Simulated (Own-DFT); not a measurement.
# One host, several defects: L1_0 TiAl

Source: density functional calculations with Own-DFT, an unreviewed in-house program that is no longer used. Nothing was measured or relaxed, and spin and spin-orbit coupling are left out.

Method: PBE; PseudoDojo norm-conserving scalar-relativistic files; cutoff 42 hartree; 4 x 4 x 4 k mesh centred on Gamma; cold (Marzari-Vanderbilt) smearing of 0.2 eV.

Known weak points: forces on such cells failed a check on a denser k mesh; stress not checked against mesh or cutoff.

All runs share one cell, with vectors in Å (5.622, 5.622, 0.000); (-5.622, 5.622, 0.000); (0.000, 0.000, 8.133) and a volume of 514.0 Å³. Atoms were moved at random from their sites; u is the rms move along one axis. The defect's site can differ from row to row.

```
            cell   formula   u (Å)  P (GPa)
       no defect  Al16Ti16  0.0202     1.19
       no defect  Al16Ti16  0.0474     1.58
       no defect  Al16Ti16  0.0512     1.71
  one Ti vacancy  Al16Ti15  0.0286     0.56
  one Ti vacancy  Al16Ti15  0.0299     0.51
  one Ti vacancy  Al16Ti15  0.0320     0.46
two Al vacancies  Al14Ti16  0.0283    -0.74
two Al vacancies  Al14Ti16  0.0317    -0.59
two Al vacancies  Al14Ti16  0.0456        ?
two Al vacancies  Al14Ti16  0.0515    -0.09
```

## Working it out

P = P0 + c u² + a shift for each defect gives P0 = 1.02 GPa, c = 272 ± 35 GPa/Å² and a scatter of 0.08 GPa. The shifts, and each times the cell's volume:

- one Ti vacancy: -0.75 ± 0.07 GPa, -2.4 eV
- two Al vacancies: -1.89 ± 0.06 GPa, -6.1 eV (-3.0 eV for each of its 2 sites)

Against the defect-free cell, a freed cell would be larger where the shift is positive and smaller where it is negative (160.2 GPa Å³ is 1 eV). The atoms around the defects weren't relaxed, which would change these numbers.

## Test on the hidden row

Question: what pressure belongs in the blank (two Al vacancies, u = 0.0456 Å)?

The fit gives -0.31 ± 0.09 GPa. The hidden result is -0.61 GPa. This run lies off the fit, by chance or by something that the fit leaves out.
